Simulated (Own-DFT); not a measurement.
AlN (wurtzite, strained, atoms displaced) (calculated)

All values are calculated (Own-DFT development build). A calculation, not a measurement: plane-wave PBE density functional theory by an unreviewed code, no spin, of a simulated periodic cell, stress positive in tension, free energy of the whole cell less one offset for each atom, forces on such cells passed a denser k mesh, this cell's mesh not checked; offsets are fitted by least squares, one for each functional and potential file, so energies compare only between cells with the same atoms and settings and are not formation energies; the far tail of each file's local potential was reset to the Coulomb form; each entry is a single point on an unrelaxed cell, so the pressure reflects the starting lattice, mostly measured values (interpolated for alloys), from which strain is counted, and rises with the displacements; printed positions are rounded, which can move forces by about a meV/angstrom; the program, named Own-DFT, is a retired in-house code; no spin-orbit coupling.

Common to all runs: functional PBE; potential files PseudoDojo norm-conserving, scalar-relativistic, standard set; wave cutoff 42 hartree; occupations Fermi-Dirac; smearing width 0.1 eV; hardware one NVIDIA H100; k mesh 2 x 2 x 2 centred on Gamma.

(1) AlN (wurtzite, strained, atoms displaced)

```
cell vectors (Å)
  12.6879     0.0841    -0.1997
  -6.2711    10.5636     0.2461
  -0.1599     0.1352     9.8205
atoms (fractions of the cell vectors)
Al  0.08475  0.16395  0.00960
Al  0.16770  0.08411  0.25272
N   0.07745  0.15941  0.19071
N   0.15950  0.07632  0.44331
Al  0.08476  0.16847  0.50073
Al  0.17099  0.09215  0.73609
N   0.08606  0.16504  0.69471
N   0.15380  0.07538  0.94331
Al  0.08132  0.41652  0.99737
Al  0.16932  0.33037  0.25452
N   0.08031  0.41176  0.19513
N   0.15976  0.32910  0.44983
Al  0.08224  0.41433  0.50200
Al  0.16873  0.33140  0.73855
N   0.08815  0.41510  0.69490
N   0.16658  0.33096  0.95383
Al  0.08835  0.66888  0.99655
Al  0.16742  0.58470  0.25629
N   0.09096  0.67607  0.19213
N   0.16622  0.58935  0.43586
Al  0.08430  0.66446  0.50110
Al  0.16617  0.58212  0.75286
N   0.08513  0.66997  0.68377
N   0.16462  0.58726  0.94805
Al  0.08510  0.91984  0.00287
Al  0.16464  0.82407  0.24244
N   0.08077  0.91117  0.19380
N   0.17036  0.83639  0.43220
Al  0.08610  0.92225  0.49800
Al  0.16951  0.83693  0.76078
N   0.08293  0.91484  0.69182
N   0.17018  0.82814  0.93914
Al  0.33929  0.17469  0.99748
Al  0.42000  0.08838  0.24898
N   0.33153  0.17015  0.19309
N   0.41895  0.09214  0.44131
Al  0.33086  0.16735  0.50992
Al  0.41674  0.08161  0.75237
N   0.33399  0.16713  0.68572
N   0.42721  0.08935  0.93345
Al  0.33263  0.41786  0.00677
Al  0.41502  0.32526  0.24719
N   0.33630  0.42018  0.18315
N   0.41877  0.33359  0.43683
Al  0.33178  0.40905  0.49775
Al  0.41975  0.33573  0.74102
N   0.33498  0.42221  0.69060
N   0.42124  0.33434  0.93875
Al  0.33301  0.66852  0.00307
Al  0.41133  0.57335  0.25325
N   0.33796  0.67117  0.19156
N   0.41763  0.58093  0.44491
Al  0.33436  0.66666  0.49950
Al  0.41584  0.58466  0.74770
N   0.33680  0.67093  0.68846
N   0.41388  0.58134  0.93617
Al  0.33477  0.91765  0.00297
Al  0.41356  0.83176  0.24629
N   0.33396  0.92128  0.18112
N   0.41397  0.83353  0.44571
Al  0.33837  0.92591  0.50035
Al  0.42138  0.83347  0.74104
N   0.32629  0.90681  0.68514
N   0.41732  0.83575  0.93551
Al  0.57788  0.16655  0.99794
Al  0.67224  0.08863  0.25247
N   0.57462  0.15562  0.20235
N   0.66504  0.07871  0.43724
Al  0.58200  0.15752  0.49789
Al  0.65865  0.07534  0.75907
N   0.58843  0.16460  0.69145
N   0.66270  0.07710  0.94390
Al  0.58929  0.41807  0.00016
Al  0.66190  0.32915  0.25529
N   0.58193  0.41430  0.18926
N   0.67075  0.33477  0.43529
Al  0.58570  0.42218  0.50051
Al  0.65997  0.32756  0.75071
N   0.58270  0.41987  0.69362
N   0.67166  0.33256  0.94580
Al  0.57709  0.65872  0.99560
Al  0.66537  0.58496  0.25783
N   0.58560  0.66406  0.18851
N   0.67370  0.58483  0.44134
Al  0.58531  0.66989  0.48847
Al  0.66285  0.58507  0.74947
N   0.58052  0.66753  0.68973
N   0.66968  0.58069  0.93887
Al  0.57853  0.92017  0.99766
Al  0.66482  0.83290  0.24950
N   0.58825  0.91401  0.20046
N   0.67576  0.84197  0.44005
Al  0.58639  0.91610  0.49872
Al  0.66868  0.83465  0.75709
N   0.58310  0.92137  0.68825
N   0.66831  0.83779  0.93762
Al  0.83666  0.16780  0.00579
Al  0.91178  0.08002  0.25571
N   0.83174  0.16106  0.19476
N   0.91910  0.08659  0.44199
Al  0.84192  0.17489  0.49927
Al  0.91537  0.08278  0.74459
N   0.83163  0.16289  0.69355
N   0.92147  0.08834  0.93769
Al  0.83491  0.41320  0.00194
Al  0.91643  0.32990  0.23366
N   0.83773  0.42412  0.18686
N   0.91998  0.32757  0.44090
Al  0.83489  0.41618  0.50675
Al  0.91978  0.32742  0.74602
N   0.83426  0.42007  0.68070
N   0.91033  0.32120  0.94424
Al  0.82920  0.66139  0.99242
Al  0.92441  0.58638  0.25110
N   0.84057  0.66738  0.18726
N   0.91698  0.58317  0.43969
Al  0.82573  0.65211  0.50183
Al  0.91864  0.58028  0.75023
N   0.83016  0.66180  0.68952
N   0.91203  0.57999  0.94329
Al  0.83241  0.92080  0.99227
Al  0.90671  0.83049  0.25362
N   0.83741  0.92041  0.18982
N   0.90807  0.82589  0.44618
Al  0.82795  0.91184  0.50191
Al  0.91804  0.83811  0.75565
N   0.83497  0.91653  0.69140
N   0.91543  0.82979  0.94028
```

The calculation gives: free energy of cell above offsets -50.338 eV; pressure 8.61 GPa; stress xx 1.13 GPa; stress yy -13.54 GPa; stress zz -13.44 GPa; stress yz 3.39 GPa; stress xz -4.46 GPa; stress xy 2.37 GPa; wall time 418.4 s.

Force:
```
element  x (eV/Å)  y (eV/Å)  z (eV/Å)
     Al    -0.852    -0.303     -2.04
     Al    -0.172    -1.708    -0.764
      N     0.191     1.042     2.447
      N     0.632     4.701    -0.204
     Al     -0.63    -2.667     0.113
     Al     0.921    -3.002     2.637
      N    -1.959      0.72    -1.459
      N     2.579     3.416    -1.532
     Al     0.736    -0.969      0.74
     Al    -1.051    -0.252    -1.194
      N     0.782     0.944    -0.405
      N     1.923     2.069    -1.269
     Al    -0.657     0.897    -0.748
     Al     0.706     0.304     2.584
      N    -1.328      0.23    -0.207
      N    -0.035     1.049    -1.764
     Al    -2.204    -1.289     1.335
     Al     0.083    -0.248    -2.412
      N     0.286    -5.542    -1.841
      N     1.475     -1.45     2.228
     Al    -1.045     1.579    -1.198
     Al      0.17     1.319    -0.477
      N     0.171    -0.937     2.517
      N     1.548    -0.921    -1.212
     Al    -0.346    -2.948     0.478
     Al    -0.613     5.584     2.027
      N    -0.334     0.787     0.073
      N     0.004     0.293     1.121
     Al    -0.047    -5.212     0.493
     Al    -0.253    -0.655    -3.459
      N    -0.036     0.946      0.15
      N    -0.644     2.534     1.752
     Al    -0.959    -2.514     0.127
     Al    -1.555    -1.537     0.639
      N     0.357    -2.032    -1.116
      N    -0.129    -0.089     0.246
     Al     0.635    -0.737    -4.014
     Al     0.624    -0.718    -2.193
      N     0.135     0.293     2.773
      N    -2.883    -0.915     1.442
     Al     0.147    -0.963    -3.423
     Al     0.256     2.996     0.135
      N    -0.167    -1.994     3.559
      N    -0.548     0.202     0.909
     Al     -0.38     0.921     0.461
     Al    -0.535     0.409     1.487
      N     0.336    -1.824    -0.654
      N    -0.438     1.469    -0.424
     Al      0.38     -0.28    -0.903
     Al     0.505     2.768    -0.305
      N    -0.356    -2.046     0.382
      N    -0.354     0.052    -0.774
     Al    -0.547    -0.215    -0.203
     Al     0.319     0.614    -0.271
      N    -0.684    -1.764     0.454
      N    -0.293     0.743     0.919
     Al     0.208    -0.165     -2.43
     Al     0.832     1.876     1.141
      N     0.227     -0.28     2.399
      N     0.839     0.934    -0.993
     Al    -0.916    -2.166    -1.096
     Al    -1.073     0.465     0.556
      N     0.293     2.104     1.683
      N    -0.213     -0.05     0.443
     Al     2.646    -0.086     1.444
     Al    -0.263    -1.824     -0.48
      N      1.18     2.123    -2.128
      N      0.66     1.733     1.127
     Al     0.149     1.454    -0.085
     Al     1.656     1.685    -1.045
      N    -1.914    -0.238    -0.173
      N    -0.067     3.121     0.671
     Al    -0.305     -0.87    -0.075
     Al     0.991     0.808    -1.899
      N    -0.414    -0.021     0.787
      N    -0.568    -0.125     2.684
     Al     0.757    -1.945     -0.26
     Al     1.362     1.376    -0.157
      N     0.287    -1.078    -0.782
      N    -0.817     0.144    -0.745
     Al     0.881      1.11     0.096
     Al     2.218    -0.528    -2.563
      N    -1.464    -0.085     0.737
      N    -2.837    -0.238     0.169
     Al     0.419    -0.164     1.615
     Al     1.379     0.632    -0.296
      N    -0.019      0.26    -0.405
      N    -1.827     0.596    -0.051
     Al     1.362    -2.618     1.709
     Al     2.066    -0.102    -0.604
      N    -2.848     0.881    -1.714
      N    -1.831    -1.842    -0.212
     Al    -0.661    -0.512    -0.397
     Al    -0.155     0.115    -2.317
      N     0.952    -1.596      0.13
      N    -0.702    -0.814     1.762
     Al    -0.053    -3.678    -0.651
     Al     1.438     0.063    -0.439
      N    -0.731     0.698    -0.574
      N     0.088    -0.325     1.073
     Al    -0.977     -4.09     0.789
     Al     0.862     0.106     0.902
      N    -0.763    -0.029    -0.572
      N    -0.476     0.117     0.315
     Al    -0.241     0.228    -0.662
     Al    -0.467     0.958     2.245
      N     0.133    -2.179     1.022
      N    -0.939     3.639    -0.975
     Al     0.326    -0.572    -4.018
     Al    -1.246     0.639     0.549
      N     0.352    -1.634      4.19
      N     0.199     4.059    -1.075
     Al      0.89     0.767      1.38
     Al     -0.71     0.475    -0.478
      N    -1.875    -0.681     0.466
      N     0.771    -0.223     0.369
     Al     1.969     2.763     0.366
     Al    -0.634     1.088    -0.223
      N    -0.338     0.206     1.172
      N     1.836     0.515      -0.8
     Al     1.152    -0.735     1.027
     Al     2.406    -0.136    -0.244
      N    -1.776    -0.818    -0.489
      N     0.469     0.899    -0.173
     Al     2.312     0.991     0.078
     Al     1.157    -1.286    -1.612
      N    -1.176    -0.102     0.393
      N    -0.297     1.053     0.644
```

(2) AlN (wurtzite, strained, atoms displaced)

```
cell vectors (Å)
  12.4881    -0.1558    -0.1359
  -6.3790    11.0212     0.1573
  -0.1088     0.0826    10.0921
atoms (fractions of the cell vectors)
Al  0.08639  0.16671  0.99589
Al  0.17031  0.08057  0.25448
N   0.08727  0.17378  0.18056
N   0.16343  0.08131  0.44515
Al  0.07687  0.16306  0.50310
Al  0.17395  0.08873  0.74378
N   0.07952  0.16888  0.69178
N   0.16244  0.08460  0.94167
Al  0.08316  0.41607  0.00609
Al  0.16985  0.33155  0.24685
N   0.08390  0.41810  0.19010
N   0.17142  0.33382  0.43967
Al  0.09324  0.42281  0.49253
Al  0.16054  0.33469  0.74724
N   0.08798  0.41790  0.69011
N   0.15662  0.32949  0.94113
Al  0.08072  0.67288  0.00178
Al  0.17443  0.59042  0.26147
N   0.08534  0.66299  0.19448
N   0.16877  0.58963  0.44312
Al  0.09009  0.66153  0.50218
Al  0.17339  0.58922  0.75969
N   0.07985  0.66314  0.69238
N   0.17193  0.58681  0.94089
Al  0.08072  0.90994  0.99863
Al  0.16656  0.84012  0.24672
N   0.08348  0.91769  0.20433
N   0.16543  0.83892  0.44390
Al  0.07897  0.91090  0.49670
Al  0.16747  0.83093  0.76323
N   0.07779  0.91244  0.69060
N   0.16164  0.82438  0.94390
Al  0.32553  0.16373  0.99975
Al  0.41974  0.09046  0.24903
N   0.33514  0.16234  0.19607
N   0.40936  0.07477  0.44163
Al  0.33026  0.16176  0.51056
Al  0.42295  0.08475  0.74795
N   0.34062  0.17091  0.69727
N   0.42038  0.08010  0.93206
Al  0.33259  0.40862  0.99590
Al  0.41779  0.33451  0.25280
N   0.32169  0.41337  0.18266
N   0.41432  0.32248  0.44493
Al  0.33286  0.42218  0.49052
Al  0.41494  0.32872  0.74834
N   0.32942  0.41790  0.68767
N   0.41951  0.33663  0.93608
Al  0.33210  0.66546  0.99080
Al  0.41315  0.58421  0.24687
N   0.32958  0.66737  0.19220
N   0.41849  0.58749  0.44413
Al  0.33169  0.66976  0.49666
Al  0.41834  0.58442  0.74513
N   0.32577  0.66100  0.69007
N   0.42678  0.58610  0.93940
Al  0.33531  0.91740  0.00287
Al  0.42125  0.83548  0.25440
N   0.32613  0.91258  0.19422
N   0.42238  0.83454  0.43920
Al  0.34564  0.91895  0.50618
Al  0.41738  0.83400  0.75107
N   0.33116  0.91680  0.69027
N   0.42322  0.83066  0.93970
Al  0.58624  0.16728  0.00033
Al  0.67179  0.08441  0.24636
N   0.58853  0.17005  0.19142
N   0.66269  0.07742  0.44269
Al  0.57661  0.16535  0.49241
Al  0.66831  0.07485  0.75571
N   0.57400  0.16846  0.68885
N   0.66184  0.08604  0.94494
Al  0.58679  0.42450  0.99696
Al  0.67080  0.33008  0.24931
N   0.58284  0.42008  0.18096
N   0.66819  0.33257  0.42948
Al  0.58227  0.40579  0.49462
Al  0.66235  0.33117  0.74053
N   0.58216  0.41881  0.69541
N   0.66765  0.33631  0.94385
Al  0.58616  0.66679  0.00393
Al  0.66671  0.58491  0.25109
N   0.58091  0.67709  0.19149
N   0.66766  0.58529  0.44161
Al  0.58613  0.66674  0.50003
Al  0.66724  0.58630  0.74667
N   0.59520  0.67566  0.69222
N   0.66509  0.57571  0.93561
Al  0.58676  0.92641  0.00546
Al  0.67151  0.83863  0.25151
N   0.57787  0.90849  0.18473
N   0.66643  0.83977  0.44196
Al  0.58736  0.91435  0.49949
Al  0.67006  0.83511  0.74324
N   0.57888  0.90962  0.69643
N   0.66618  0.83310  0.95469
Al  0.82950  0.15490  0.99837
Al  0.91218  0.08320  0.24980
N   0.82851  0.16280  0.18683
N   0.92710  0.08959  0.44112
Al  0.83793  0.16729  0.50119
Al  0.91595  0.08240  0.74547
N   0.83187  0.16080  0.68716
N   0.91355  0.07554  0.94612
Al  0.83218  0.41065  0.99383
Al  0.91863  0.32861  0.25054
N   0.82621  0.41663  0.19744
N   0.92082  0.33858  0.44888
Al  0.83606  0.42410  0.49596
Al  0.91557  0.33206  0.75265
N   0.83343  0.42642  0.67699
N   0.91246  0.33010  0.94464
Al  0.83327  0.67229  0.00008
Al  0.92800  0.58634  0.24191
N   0.83605  0.67061  0.18218
N   0.91823  0.58109  0.43905
Al  0.83179  0.66361  0.50540
Al  0.91327  0.57928  0.74469
N   0.83026  0.67187  0.68608
N   0.91825  0.57621  0.93625
Al  0.82762  0.91653  0.00071
Al  0.90872  0.83631  0.24072
N   0.82854  0.90888  0.19593
N   0.92033  0.84064  0.44636
Al  0.83469  0.91706  0.49551
Al  0.92143  0.83476  0.74871
N   0.83336  0.92465  0.69469
N   0.92085  0.83434  0.94263
```

It finds free energy of cell above offsets -52.027 eV; pressure 0.09 GPa; stress xx -3.41 GPa; stress yy 1.41 GPa; stress zz 1.75 GPa; stress yz 2.24 GPa; stress xz -1.76 GPa; stress xy -5.41 GPa; wall time 439.3 s.

Force:
```
element  x (eV/Å)  y (eV/Å)  z (eV/Å)
     Al    -1.292     0.016     0.374
     Al    -1.387     0.794     0.269
      N      0.03    -1.893     1.666
      N    -0.048     0.418     0.271
     Al     3.414     1.888      0.45
     Al     -1.59    -1.346     0.666
      N     1.291    -0.087    -0.146
      N     1.093    -1.281    -0.868
     Al    -0.051     0.527    -0.853
     Al    -2.216    -0.564     0.599
      N     0.199      0.13     1.317
      N    -1.366    -0.404     -0.79
     Al    -0.593        -1     1.486
     Al      1.44    -0.219      0.66
      N    -1.935     0.815    -0.389
      N     1.144      0.56    -0.692
     Al     1.516    -3.623     0.739
     Al    -1.072    -1.192    -2.193
      N     0.696     1.993    -1.088
      N     1.331    -1.373    -0.522
     Al    -3.272       2.4     0.654
     Al    -1.913    -1.842    -1.115
      N     1.017     0.771      0.21
      N     -1.67    -0.904     0.644
     Al     0.329     1.756     0.927
     Al     0.401    -1.983     2.312
      N    -1.137     0.107    -2.533
      N     2.048    -1.525    -0.492
     Al     1.212     1.143     1.009
     Al    -0.807    -0.296    -3.043
      N     2.148     1.617     0.387
      N     0.078     3.118     0.385
     Al     1.952     0.798     0.026
     Al      1.11    -2.108      0.65
      N     -1.23     1.544    -1.391
      N     0.115     1.745    -0.343
     Al    -0.019    -0.473    -1.218
     Al    -2.071    -1.527     0.767
      N    -0.417    -1.316    -0.721
      N    -1.252     0.042     1.792
     Al    -1.056     1.495    -0.524
     Al    -0.155    -0.337    -0.627
      N      3.33     1.419      0.73
      N    -0.772      1.45    -0.876
     Al      1.63    -0.853      1.98
     Al    -0.725     2.167     0.152
      N     0.969    -0.215    -0.147
      N    -0.422    -1.567     0.549
     Al      2.01      0.36     1.678
     Al     0.047     0.138    -0.212
      N     1.163     0.593    -0.233
      N    -0.359    -0.094    -0.904
     Al     1.458     0.133     1.143
     Al     0.241    -0.235     0.619
      N     1.808     1.986    -0.645
      N    -1.902    -1.206    -0.374
     Al     0.711    -0.529    -0.046
     Al    -1.376    -0.761     -1.01
      N     2.002      1.61    -0.938
      N    -0.594    -0.178     0.713
     Al    -2.324    -1.308    -0.937
     Al    -0.663    -0.952     0.357
      N     0.851    -0.005     0.946
      N    -1.767     0.839     0.048
     Al     -1.38     1.345     0.036
     Al     -2.04    -1.362     1.191
      N    -0.211    -1.154    -0.179
      N     0.341     1.199    -0.572
     Al     1.403    -0.054     0.725
     Al    -1.396     0.739    -0.986
      N     3.686     0.483     -1.41
      N     1.569    -0.458    -0.988
     Al     0.652    -2.481     0.074
     Al    -2.106     0.654    -0.967
      N     -0.09    -0.148     1.984
      N    -0.462    -0.537     1.846
     Al    -0.551     1.666     0.933
     Al     0.293     0.962     1.449
      N     0.411    -0.194      -1.6
      N    -0.434     -1.07    -1.207
     Al     0.162     0.239    -0.251
     Al     -0.01     0.069    -0.562
      N     1.489    -1.736     0.595
      N    -0.253    -1.045    -0.424
     Al     0.033     0.558     0.126
     Al     0.268    -0.812     0.509
      N    -1.511    -1.086    -0.987
      N    -0.354      3.44    -0.001
     Al     0.469    -2.646    -1.018
     Al    -1.933    -1.347     0.087
      N     0.655     2.417     1.602
      N     1.494    -1.207    -0.496
     Al    -1.073     0.784     0.945
     Al    -0.339    -0.094     2.017
      N     0.575     1.244    -1.054
      N    -0.728     0.303    -2.007
     Al     0.205     1.869    -0.033
     Al     1.902     0.151    -0.337
      N     1.357     0.508     0.207
      N    -3.629    -1.853    -1.399
     Al    -0.782     0.352     -0.38
     Al     0.196     0.189     1.445
      N    -0.714     0.971     1.124
      N    -0.442     1.165    -1.001
     Al    -0.603     1.067     1.511
     Al    -1.213     1.226     0.339
      N     3.359     0.616    -1.626
      N     0.165    -0.999    -1.299
     Al     0.656    -1.437    -0.775
     Al     0.158     0.633    -1.015
      N     0.241    -2.558     1.754
      N     0.723    -0.896    -0.717
     Al     0.661    -1.842    -1.024
     Al    -2.946    -1.276      1.46
      N    -0.071    -0.077     1.406
      N    -0.336     1.713    -0.497
     Al     0.942     1.012    -1.522
     Al    -0.248     1.338     0.757
      N     1.242    -0.434     1.219
      N    -1.119     0.998     0.293
     Al     1.697    -0.681     0.232
     Al     3.575      -1.7     2.225
      N    -1.156     3.369    -1.245
      N    -1.854    -2.147    -1.492
     Al     0.257     0.533     1.098
     Al    -1.897    -0.198     0.308
      N     1.303    -1.295    -1.206
      N    -1.584    -0.163    -0.522
```
